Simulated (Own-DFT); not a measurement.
Simulation results for Hf$_{36}$O$_{71}$ (tetragonal hafnia with one neutral oxygen vacancy, atoms displaced)

A calculation, not a measurement: plane-wave PBE and HSE06 DFT by an unreviewed code, no spin, of a simulated cell at Gamma alone, so results move with cell size and shape, stress positive in tension, energies less offsets, not probed for a lower state with spin; hafnium file: forces about 75 meV/angstrom off all-electron values; oxygen file: force components 24 meV/angstrom off all-electron in a glass; k mesh not checked against a denser one; forces and stress are PBE's, HSE06 gives the energy alone, and its difference from PBE has offsets of its own; offsets are fitted by least squares, one for each functional and potential file, so energies compare only between cells with the same atoms and settings and are not formation energies; the far tail of each file's local potential was reset to the Coulomb form; each entry is a single point on an unrelaxed cell, so the pressure reflects the starting lattice, taken from the Materials Project, from which strain is counted, and rises with the displacements; printed positions are rounded, which can move forces by about a meV/angstrom; the program is a retired in-house code; no spin-orbit coupling. Program: Own-DFT development build.

Settings shared by all entries: first functional PBE; second functional HSE06; exact exchange share 0.25; screening 0.11 1/bohr; exchange divergence Gygi-Baldereschi; potential files PseudoDojo norm-conserving, scalar-relativistic, made for PBE, standard set; wave cutoff 48 hartree; occupations fixed; k mesh 1 x 1 x 1 centred on Gamma.

(1) Hf$_{36}$O$_{71}$ (tetragonal hafnia with one neutral oxygen vacancy, atoms displaced)

```
Hf36O71
1.0
     10.7800     0.0000     0.0000
      0.0000    10.7800     0.0000
      0.0000     0.0000    10.4493
Hf O Hf O Hf O Hf O Hf O Hf O Hf O Hf O Hf O Hf O Hf O Hf O Hf O Hf O Hf O Hf O Hf O Hf O
2 4 2 3 2 4 2 4 2 4 2 4 2 4 2 4 2 4 2 4 2 4 2 4 2 4 2 4 2 4 2 4 2 4 2 4
Direct
  0.99476 0.00243 0.00723
  0.16889 0.16548 0.24871
  0.00037 0.17382 0.15496
  0.16575 0.00251 0.34741
  0.99782 0.16951 0.39697
  0.16344 0.00120 0.10109
  0.99589 0.99687 0.49698
  0.17021 0.16374 0.75254
  0.00326 0.16016 0.64884
  0.17432 0.99162 0.85037
  0.00105 0.16744 0.90686
  0.99309 0.34288 0.00122
  0.17027 0.50257 0.25199
  0.00119 0.49743 0.14957
  0.16169 0.33545 0.34389
  0.99777 0.49818 0.40413
  0.16462 0.33544 0.09509
  0.00312 0.33324 0.50031
  0.15979 0.49492 0.75318
  0.99433 0.49636 0.66025
  0.16602 0.34429 0.85004
  0.00423 0.50621 0.90631
  0.16498 0.33126 0.60181
  0.00378 0.66838 0.00466
  0.16561 0.82615 0.25514
  0.99186 0.83249 0.15169
  0.16541 0.67008 0.34735
  0.99576 0.82664 0.40394
  0.17172 0.67000 0.09744
  0.99391 0.66498 0.50643
  0.17105 0.82567 0.75027
  0.99699 0.82927 0.65477
  0.16754 0.66033 0.85661
  0.00075 0.82492 0.90089
  0.17211 0.67056 0.59891
  0.33735 0.99945 0.99648
  0.50378 0.16413 0.24992
  0.32869 0.16622 0.14889
  0.49481 0.99240 0.35888
  0.33670 0.16956 0.40346
  0.49707 0.99957 0.08460
  0.32722 0.99159 0.50069
  0.50159 0.16321 0.75446
  0.34124 0.16545 0.65423
  0.50674 0.99688 0.83740
  0.33361 0.16631 0.90618
  0.50099 0.99790 0.59526
  0.33452 0.33213 0.99309
  0.50324 0.50328 0.23937
  0.33764 0.49796 0.14789
  0.50393 0.33029 0.34315
  0.33573 0.49921 0.40872
  0.49911 0.33724 0.09768
  0.32889 0.33748 0.50377
  0.49537 0.49245 0.75133
  0.33990 0.50773 0.65527
  0.50712 0.32986 0.84761
  0.33331 0.50817 0.89942
  0.50726 0.32523 0.60949
  0.33262 0.67115 0.99710
  0.50185 0.83960 0.24265
  0.32929 0.83525 0.15561
  0.50962 0.67053 0.34643
  0.32927 0.83085 0.40269
  0.49997 0.65948 0.09714
  0.33491 0.66682 0.49703
  0.50776 0.83020 0.74874
  0.33750 0.84347 0.65408
  0.50015 0.66674 0.84581
  0.32778 0.83865 0.90667
  0.51267 0.66703 0.59936
  0.66347 0.00563 0.99515
  0.82593 0.16676 0.25219
  0.67137 0.16693 0.14578
  0.82599 0.00512 0.34242
  0.66770 0.16596 0.39450
  0.83575 0.99806 0.09542
  0.66906 0.98806 0.49933
  0.83501 0.16862 0.75650
  0.66614 0.15636 0.65148
  0.83626 0.00241 0.83935
  0.66220 0.16550 0.90744
  0.83430 0.00147 0.59832
  0.66262 0.32528 0.00358
  0.83192 0.49862 0.24504
  0.66298 0.50158 0.14283
  0.83728 0.33231 0.34062
  0.67039 0.49924 0.41075
  0.82560 0.32647 0.08987
  0.67686 0.33423 0.49668
  0.82835 0.50487 0.74587
  0.66130 0.49323 0.65116
  0.83467 0.33090 0.84823
  0.67175 0.50276 0.90181
  0.83315 0.33045 0.58738
  0.66611 0.66437 0.98991
  0.84130 0.83227 0.24537
  0.67113 0.83028 0.15081
  0.83585 0.66028 0.35486
  0.66439 0.83576 0.39892
  0.83792 0.66523 0.10148
  0.65786 0.67441 0.49419
  0.83647 0.82662 0.75458
  0.66923 0.83199 0.65432
  0.83235 0.66990 0.84814
  0.66812 0.82697 0.89282
  0.83507 0.66787 0.59786
```

- PBE energy of cell above offsets: -97.214 eV
- HSE06 less PBE above offsets: 0.062 eV
- PBE pressure: 2.35 GPa
- PBE stress xx: -1.55 GPa
- PBE stress yy: -2.68 GPa
- PBE stress zz: -2.82 GPa
- PBE stress yz: 0.73 GPa
- PBE stress xz: 0.8 GPa
- PBE stress xy: -0.15 GPa

Force:
| element | x (eV/Å) | y (eV/Å) | z (eV/Å) |
| --- | --- | --- | --- |
| Hf | 1.934 | 0.207 | -1.282 |
| Hf | -0.888 | 0.333 | -0.32 |
| O | -0.631 | -0.548 | -0.172 |
| O | -0.011 | -1.208 | 0.725 |
| O | 0.069 | -0.716 | 1.178 |
| O | 0.139 | -0.201 | -0.469 |
| Hf | 0.442 | 1.28 | 0.621 |
| Hf | -0.453 | -0.707 | -0.117 |
| O | 0.271 | 0.07 | 0.796 |
| O | -0.563 | 1.436 | -1.378 |
| O | 0.274 | 0.13 | -0.401 |
| Hf | 1.07 | -1.422 | 0.423 |
| Hf | -0.253 | -1.261 | -0.993 |
| O | -0.1 | 0.004 | 0.713 |
| O | 0.612 | 0.4 | 0.727 |
| O | 0.556 | 0.443 | 0.316 |
| O | 0.745 | 0.215 | -0.404 |
| Hf | -0.404 | -0.985 | -1.111 |
| Hf | 1.117 | 2.005 | -0.172 |
| O | 0.715 | 0.155 | -0.908 |
| O | 0.408 | -2.559 | 0.164 |
| O | -0.644 | -0.364 | -0.584 |
| O | 0.582 | 0.475 | 0.115 |
| Hf | -0.082 | -0.093 | -0.324 |
| Hf | 0.109 | 2.337 | -1.078 |
| O | 2.912 | -0.021 | -0.46 |
| O | 0.352 | -1.758 | 0.629 |
| O | 0.031 | 0.958 | -0.388 |
| O | -0.823 | 0.028 | 1.088 |
| Hf | 0.502 | -0.115 | -0.743 |
| Hf | -0.688 | 0.399 | 0.234 |
| O | 1.284 | 0.239 | -0.344 |
| O | 0.206 | 0.721 | -1.038 |
| O | -0.163 | 1.482 | 0.404 |
| O | -0.513 | -0.253 | -0.16 |
| Hf | -3.417 | 0.371 | 0.515 |
| Hf | -1.082 | 0.885 | 1.558 |
| O | 1.723 | -0.018 | 0.221 |
| O | 0.196 | 0.831 | -2.379 |
| O | -0.421 | -0.131 | 0.273 |
| O | 1.619 | -0.109 | 1.824 |
| Hf | 0.87 | 1.616 | 0.613 |
| Hf | 0.915 | 0.665 | -2.741 |
| O | -2.104 | -0.228 | 0.408 |
| O | -0.144 | -0.306 | 1.828 |
| O | 0.068 | 0.06 | -1.057 |
| O | -0.134 | -0.421 | -0.319 |
| Hf | -1.062 | 1.326 | 1.585 |
| Hf | -0.163 | -0.621 | 1.03 |
| O | -1.06 | 0.211 | 0.831 |
| O | -0.106 | 0.593 | -0.397 |
| O | -0.363 | 0.703 | -0.962 |
| O | -0.154 | -0.742 | -0.161 |
| Hf | 2.081 | -1.938 | 0.1 |
| Hf | 1.413 | 0.358 | -0.145 |
| O | -1.667 | -0.586 | -0.781 |
| O | -0.687 | 0.286 | 1.246 |
| O | 0.649 | -1.736 | 0.219 |
| O | -1.232 | 0.703 | -1.549 |
| Hf | 0.486 | -0.605 | 0.047 |
| Hf | 0.354 | -0.962 | 0.675 |
| O | 0.995 | 0.049 | -0.037 |
| O | -0.711 | -0.094 | -0.293 |
| O | -0.253 | -0.456 | -0.233 |
| O | -0.094 | 0.871 | -0.399 |
| Hf | 0.463 | -0.149 | 1.267 |
| Hf | -0.194 | 0.112 | -0.653 |
| O | -0.54 | -0.467 | -0.136 |
| O | -0.069 | -0.041 | 0.322 |
| O | 0.727 | -1.532 | -0.619 |
| O | -3.08 | 0.437 | 0.132 |
| Hf | 1.35 | -2.251 | -0.058 |
| Hf | 2.037 | 0.419 | -0.116 |
| O | -1.97 | -0.615 | -0.27 |
| O | 0.699 | -1.941 | 0.448 |
| O | -0.208 | -0.359 | 0.192 |
| O | -1.566 | 0.138 | 0.128 |
| Hf | -0.484 | 2.969 | 1.314 |
| Hf | 0.103 | -0.8 | -2.288 |
| O | 0.817 | 0.516 | 1.057 |
| O | -0.302 | -0.674 | 1.466 |
| O | 0.258 | -0.086 | -1.101 |
| O | 0.227 | -0.578 | -1.013 |
| Hf | -0.208 | 2.129 | -0.783 |
| Hf | -0.048 | 0.872 | 0.721 |
| O | 1.236 | -0.262 | 0.906 |
| O | -0.566 | 0.711 | 0.121 |
| O | -0.104 | 0.47 | -1.37 |
| O | 0.936 | 0.835 | 0.909 |
| Hf | -2.86 | -0.726 | 0.168 |
| Hf | -1.593 | -0.446 | 0.696 |
| O | 1.277 | 0.229 | 0.62 |
| O | 0.04 | 1.17 | -0.397 |
| O | 0.034 | -1.167 | -0.379 |
| O | 1.372 | -0.019 | 1.376 |
| Hf | 0.162 | 0.118 | 1.394 |
| Hf | -2.51 | -0.71 | 1.533 |
| O | -0.797 | 0.485 | -0.215 |
| O | -0.034 | 0.722 | -1.206 |
| O | 0.352 | -0.809 | -0.549 |
| O | -0.827 | -0.231 | -0.353 |
| Hf | 2.209 | -1.443 | -0.336 |
| Hf | -0.089 | 1.713 | -0.76 |
| O | 0.59 | 0.149 | -1.129 |
| O | -0.03 | -1.762 | 0.368 |
| O | -0.161 | 1.575 | 0.956 |
| O | -1.275 | -0.383 | 0.831 |

(2) Hf$_{36}$O$_{71}$ (tetragonal hafnia with one neutral oxygen vacancy, atoms displaced)

```
Hf36O71
1.0
     10.7800     0.0000     0.0000
      0.0000    10.7800     0.0000
      0.0000     0.0000    10.4493
Hf O Hf O Hf O Hf O Hf O Hf O Hf O Hf O Hf O Hf O Hf O Hf O Hf O Hf O Hf O Hf O Hf O Hf O
2 4 2 4 2 4 2 4 2 4 2 4 2 4 2 3 2 4 2 4 2 4 2 4 2 4 2 4 2 4 2 4 2 4 2 4
Direct
  0.00277 0.00278 0.00474
  0.16429 0.16827 0.25206
  0.99519 0.16219 0.15171
  0.16596 0.99969 0.34794
  0.00429 0.16300 0.40740
  0.16330 0.00161 0.09461
  0.00244 0.00031 0.49385
  0.16404 0.16788 0.75064
  0.99720 0.16401 0.65203
  0.16701 0.99905 0.84899
  0.99960 0.16723 0.89809
  0.16942 0.99933 0.59534
  0.00353 0.33173 0.99551
  0.17152 0.49468 0.24753
  0.00339 0.50005 0.14977
  0.16300 0.33367 0.34810
  0.00004 0.50207 0.40171
  0.16590 0.33012 0.10043
  0.99613 0.33388 0.50248
  0.16686 0.49976 0.75155
  0.00004 0.50239 0.64853
  0.16567 0.33541 0.84632
  0.00175 0.49723 0.90446
  0.16453 0.33527 0.59669
  0.99606 0.66203 0.00132
  0.16303 0.83011 0.25301
  0.99844 0.83480 0.15402
  0.16987 0.66309 0.35014
  0.99857 0.83249 0.40395
  0.16389 0.67011 0.10231
  0.00124 0.66660 0.49793
  0.16695 0.83530 0.75249
  0.99647 0.83193 0.64991
  0.16511 0.66706 0.84447
  0.99902 0.83413 0.90610
  0.16646 0.66286 0.59963
  0.33605 0.00404 0.00008
  0.50442 0.16403 0.24491
  0.33462 0.16442 0.15113
  0.50391 0.99833 0.34514
  0.33032 0.16881 0.39770
  0.50537 0.99895 0.10083
  0.33327 0.00545 0.50118
  0.50159 0.16626 0.74972
  0.33106 0.16810 0.64856
  0.49536 0.99795 0.84192
  0.49695 0.99911 0.59929
  0.33865 0.33345 0.00032
  0.49959 0.50379 0.24919
  0.32767 0.49775 0.15861
  0.49647 0.33002 0.35010
  0.33355 0.49481 0.40465
  0.49758 0.33040 0.09782
  0.34071 0.32714 0.49633
  0.49996 0.50303 0.75122
  0.33362 0.50211 0.65341
  0.50345 0.33634 0.84299
  0.33358 0.50083 0.90397
  0.50032 0.33395 0.59448
  0.33546 0.66500 0.99759
  0.50064 0.83394 0.25199
  0.33157 0.83003 0.14866
  0.50006 0.66442 0.34879
  0.33069 0.83487 0.40172
  0.50287 0.66866 0.09836
  0.33638 0.66998 0.50439
  0.49524 0.83009 0.74492
  0.33308 0.83171 0.65390
  0.49867 0.66833 0.84666
  0.33609 0.83672 0.90352
  0.49726 0.66779 0.59628
  0.67020 0.99919 0.99926
  0.83260 0.16591 0.24695
  0.66997 0.17138 0.15235
  0.83051 0.99717 0.34990
  0.66409 0.17093 0.40355
  0.83438 0.00345 0.09413
  0.66428 0.00571 0.50215
  0.83406 0.16595 0.75204
  0.66565 0.16383 0.65397
  0.83723 0.99886 0.85008
  0.66498 0.16783 0.90253
  0.83819 0.00473 0.59956
  0.67114 0.33198 0.00163
  0.83530 0.50212 0.25273
  0.66534 0.50077 0.14759
  0.83287 0.33374 0.35244
  0.66607 0.49334 0.40102
  0.83525 0.33434 0.10085
  0.66627 0.33452 0.50309
  0.82889 0.50224 0.75228
  0.66751 0.50582 0.65214
  0.83434 0.33263 0.85047
  0.66882 0.50071 0.90125
  0.83200 0.33234 0.60088
  0.66416 0.66429 0.99649
  0.83920 0.83494 0.25055
  0.66531 0.83563 0.15235
  0.83059 0.67075 0.34765
  0.66201 0.83552 0.40086
  0.83230 0.66806 0.09546
  0.66529 0.66760 0.50237
  0.83284 0.83146 0.74821
  0.66977 0.83494 0.64947
  0.83810 0.67012 0.85000
  0.67180 0.83113 0.91020
  0.83411 0.66238 0.59746
```

* PBE energy of cell above offsets: -100.913 eV
* HSE06 less PBE above offsets: -0.145 eV
* PBE pressure: 0.74 GPa
* PBE stress xx: -0.39 GPa
* PBE stress yy: -0.62 GPa
* PBE stress zz: -1.21 GPa
* PBE stress yz: -0.01 GPa
* PBE stress xz: -0.17 GPa
* PBE stress xy: -0.02 GPa

Force:
| element | x (eV/Å) | y (eV/Å) | z (eV/Å) |
| --- | --- | --- | --- |
| Hf | -0.623 | -0.718 | -1.332 |
| Hf | 0.241 | -0.062 | -0.204 |
| O | 0.764 | 0.282 | 0.203 |
| O | -0.099 | 0.03 | -0.329 |
| O | -0.225 | 1.069 | -1.01 |
| O | 1.388 | 0.14 | 0.503 |
| Hf | -0.357 | -0.387 | 1.56 |
| Hf | -0.264 | 0.053 | -0.659 |
| O | 0.629 | 0.388 | 0.266 |
| O | 0.517 | 0.884 | -0.174 |
| O | 0.267 | -0.03 | 0.287 |
| O | -0.35 | -0.095 | 0.371 |
| Hf | -0.357 | 0.228 | 0.765 |
| Hf | -1.873 | 0.859 | 1.442 |
| O | -0.725 | 0.052 | 0.352 |
| O | -0.111 | -0.554 | -0.195 |
| O | -0.627 | -0.367 | -0.174 |
| O | 0.498 | -0.218 | -0.606 |
| Hf | 0.818 | 0.465 | -0.052 |
| Hf | -0.388 | 0.465 | -1.496 |
| O | -0.474 | -0.347 | 0.939 |
| O | 0.411 | -0.856 | 0.549 |
| O | -0.116 | 0.217 | -0.524 |
| O | 0.317 | -0.296 | -0.001 |
| Hf | 0.768 | 0.805 | -0.028 |
| Hf | 1.234 | -0.636 | -0.448 |
| O | 0.296 | 0.194 | 0.015 |
| O | -0.249 | 0.438 | -0.165 |
| O | 0.212 | 0.003 | -0.809 |
| O | 0.461 | -0.199 | -0.949 |
| Hf | 0.478 | -0.604 | 0.888 |
| Hf | -1.1 | -0.526 | -0.233 |
| O | 0.834 | -0.004 | 0.473 |
| O | 0.355 | 0.07 | 0.607 |
| O | 0.412 | -0.09 | 0.035 |
| O | 0.267 | 0.509 | -0.36 |
| Hf | -0.164 | -0.14 | 0.287 |
| Hf | -0.64 | 0.326 | 0.706 |
| O | -0.212 | -0.138 | -0.345 |
| O | -0.309 | 0.992 | 0.498 |
| O | 0.03 | -1.141 | -0.057 |
| O | -0.682 | 0.476 | -0.701 |
| Hf | -0.377 | -0.517 | -0.715 |
| Hf | -0.537 | -0.027 | 0.1 |
| O | 0.513 | -0.075 | 0.87 |
| O | -0.01 | 0.423 | 0.546 |
| O | 0.295 | 0.097 | -0.321 |
| Hf | -0.891 | -0.874 | -0.11 |
| Hf | 0.098 | -0.889 | 0.714 |
| O | 2.301 | 0.255 | -1.509 |
| O | 0.116 | 0.265 | -0.887 |
| O | 0.232 | 0.811 | 0.087 |
| O | 0.729 | 0.207 | -0.263 |
| Hf | -1.393 | 1.376 | 0.271 |
| Hf | -0.529 | -0.55 | -0.688 |
| O | 0.514 | 0.021 | 0.592 |
| O | -0.578 | -0.329 | 0.458 |
| O | 0.233 | -0.391 | 0.119 |
| O | 0.429 | -0.032 | 0.845 |
| Hf | -1.072 | 1.676 | 1.047 |
| Hf | 0.103 | -0.198 | -0.565 |
| O | 0.18 | 0.351 | 0.711 |
| O | 0.002 | 0.181 | 0.106 |
| O | 0.341 | 0.186 | 0.465 |
| O | -0.89 | -0.643 | -0.196 |
| Hf | -2.036 | -1.017 | -1.255 |
| Hf | 0.627 | 0.945 | 0.499 |
| O | -0.263 | -0.171 | -0.334 |
| O | 0.147 | -0.24 | 0.277 |
| O | -0.091 | -0.77 | -0.232 |
| O | 1.118 | 0.2 | 0.743 |
| Hf | 0.085 | -0.684 | 0.065 |
| Hf | 0.182 | 0.3 | 0.977 |
| O | -0.25 | -0.032 | -0.357 |
| O | 0.188 | 0.903 | -0.359 |
| O | 0.08 | -0.599 | -0.094 |
| O | -0.439 | -0.012 | 0.796 |
| Hf | 0.928 | -0.824 | -0.246 |
| Hf | 0.275 | -0.705 | -0.274 |
| O | 0.111 | -0.025 | -0.117 |
| O | -0.653 | 0.211 | -0.448 |
| O | -0.069 | -0.256 | 0.006 |
| O | -1.022 | -0.136 | -0.529 |
| Hf | 0.01 | 0.323 | 0.096 |
| Hf | 0.192 | -0.347 | -0.304 |
| O | 0.155 | -0.211 | 0.565 |
| O | 0.407 | -0.352 | -0.578 |
| O | -0.053 | 1.352 | 0.043 |
| O | 0.11 | -0.049 | -0.285 |
| Hf | 0.335 | -0.209 | -0.645 |
| Hf | 1.304 | 0.017 | -0.432 |
| O | -0.701 | -0.152 | 0.066 |
| O | -0.282 | 0.347 | -0.003 |
| O | -0.01 | -0.339 | -0.39 |
| O | -0.316 | 0.136 | 0.31 |
| Hf | 0.798 | 0.591 | 1.233 |
| Hf | -1.784 | -0.221 | -0.222 |
| O | 0.668 | 0.012 | 0.444 |
| O | -0.067 | -0.613 | -0.01 |
| O | -0.109 | -0.37 | 0.878 |
| O | -0.21 | -0.305 | 0.377 |
| Hf | 0.751 | 0.273 | -0.959 |
| Hf | 0.855 | 0.875 | 0.366 |
| O | -0.866 | -0.305 | 0.336 |
| O | -0.269 | -1.051 | -0.414 |
| O | -0.357 | 0.466 | -1.118 |
| O | -0.534 | 0.192 | -0.043 |
